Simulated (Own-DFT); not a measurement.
# Strain and stress in wurtzite AlN, 72 atoms (Al36N36)

These are calculations, not measurements. They come from Own-DFT, an in-house plane-wave density functional program, since retired, whose code no person has reviewed. Each row is one single-point run on a periodic cell that was not relaxed, without spin or spin-orbit coupling.

Settings of every run: PBE; PseudoDojo norm-conserving scalar-relativistic files; cutoff 42 hartree; 4 x 4 x 3 k mesh centred on Gamma; Gaussian smearing of 0.01 eV.

Known limits: k mesh not checked against a denser one; stress not checked against mesh or cutoff.

Unstrained cell vectors in Å: (9.336, 0.000, 0.000); (-4.668, 8.085, 0.000); (0.000, 0.000, 9.964). The unstrained cell has measured lattice constants (interpolated for alloys), not those of this functional. That, the random moves and any unrelaxed bonds set the pressure at no strain. Each run strains this cell uniformly, with the atoms carried along. Every atom was also moved at random, by a Gaussian of width 0.05 Å on each axis. Strain is the symmetric tensor, in per cent. Stress is positive in tension, and the pressure is minus a third of its trace.

```
run  e_xx (%)  e_yy (%)  e_zz (%)  s_xx (GPa)  s_yy (GPa)  s_zz (GPa)  P (GPa)  E (meV/atom)
  1     -2.00     -2.00      0.00      -18.49      -22.52       -6.71    15.91          53.8
  2      1.25      1.25      0.00        2.61        1.68       -6.81     0.84           0.0
  3     -2.25     -2.25      0.00      -18.13      -20.22       -9.32    15.89          19.9
  4     -2.50     -2.50      0.00      -21.07      -21.07      -12.67    18.27          55.5
  5     -1.75     -1.75      0.00      -16.90      -18.44       -7.92    14.42          39.5
  6      3.00      3.00      0.00        8.63        9.01       -2.33    -5.10          26.2
  7      0.75      0.75      0.00       -0.16       -1.52       -6.73     2.80           4.9
  8     -1.00     -1.00      0.00      -14.18      -10.32       -6.13    10.21           9.0
  9     -0.25     -0.25      0.00           ?           ?           ?        ?             ?
```

E is the free energy for each atom above the lowest run shown.

## Worked fit

The change of volume is close to e_xx + e_yy + e_zz. A straight line through the runs shown gives P = 6.83 - 214 x (fractional change of volume) GPa, with an error of 8 on the slope and a scatter of 0.85 GPa. The strain isn't the same on all axes and the cell isn't cubic, so the slope belongs to this path and is not the bulk modulus.

## Withheld run

Question: what pressure should run 9 give? Its volume changes by -0.50 %.

The line gives 7.9 GPa. The calculation gave 6.49 GPa.
